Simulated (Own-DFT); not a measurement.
# A layer strained by its substrate: wurtzite AlN, 72 atoms (Al36N36)

No measurement is shown. These are fixed-geometry runs of a retired plane-wave code named Own-DFT, which no person has reviewed; spin and spin-orbit coupling are neglected.

Settings: PBE; PseudoDojo norm-conserving scalar-relativistic files; cutoff 42 hartree; 4 x 4 x 3 k mesh centred on Gamma; Gaussian smearing of 0.01 eV.

Limits: k mesh not checked against a denser one; stress not checked against mesh or cutoff.

Unstrained cell vectors in Å: (9.336, 0.000, 0.000); (-4.668, 8.085, 0.000); (0.000, 0.000, 9.964). The unstrained cell has measured lattice constants (interpolated for alloys), not those of this functional. That, the random moves and any unrelaxed bonds set the pressure at no strain. Each run strains x and y alike by e, as a substrate would, and holds the height along z. All atoms carry random offsets, Gaussian with a width of 0.05 Å per axis. Stress is positive in tension.

| e (%) | u (Å) | (s_xx + s_yy)/2 (GPa) | s_zz (GPa) |
|---|---|---|---|
| -2.75 | 0.049 | -22.76 | -10.71 |
| -2.25 | 0.050 | -21.24 | -8.31 |
| -1.75 | 0.050 | -17.04 | -8.14 |
| -1.00 | 0.049 | -11.79 | -6.81 |
| -0.75 | 0.046 | -9.78 | -5.75 |
| -0.50 | 0.048 | ? | ? |
| 0.75 | 0.051 | -2.25 | -3.15 |
| 2.00 | 0.052 | 4.72 | -2.91 |
| 2.75 | 0.051 | 7.73 | -0.48 |
| 3.00 | 0.049 | 10.06 | -3.11 |

## Worked fit

With e as a fraction, the in-plane stress is -6.1 + 578 e - 1946 e² GPa (errors 13 and 855, scatter 0.75), and s_zz is -5.5 + 142 e GPa (slope ± 18, scatter 1.13). At e = 0 the first slope is C11 + C12 and the second 2 C13, both with the ions held to the strained lattice and at the cell's own pressure. A free layer would change its height as e changes, and the in-plane slope would drop by 2 C13²/C33 to the biaxial modulus. At fixed height, a misfit of 1 % moves the in-plane stress by about 5.8 GPa and s_zz by 1.4 GPa.

## Test on the hidden row

Q: what are the two stresses at e = -0.50 %?

The fit gives -9.0 and -6.2 GPa. The hidden result is -8.28 and -5.73 GPa.
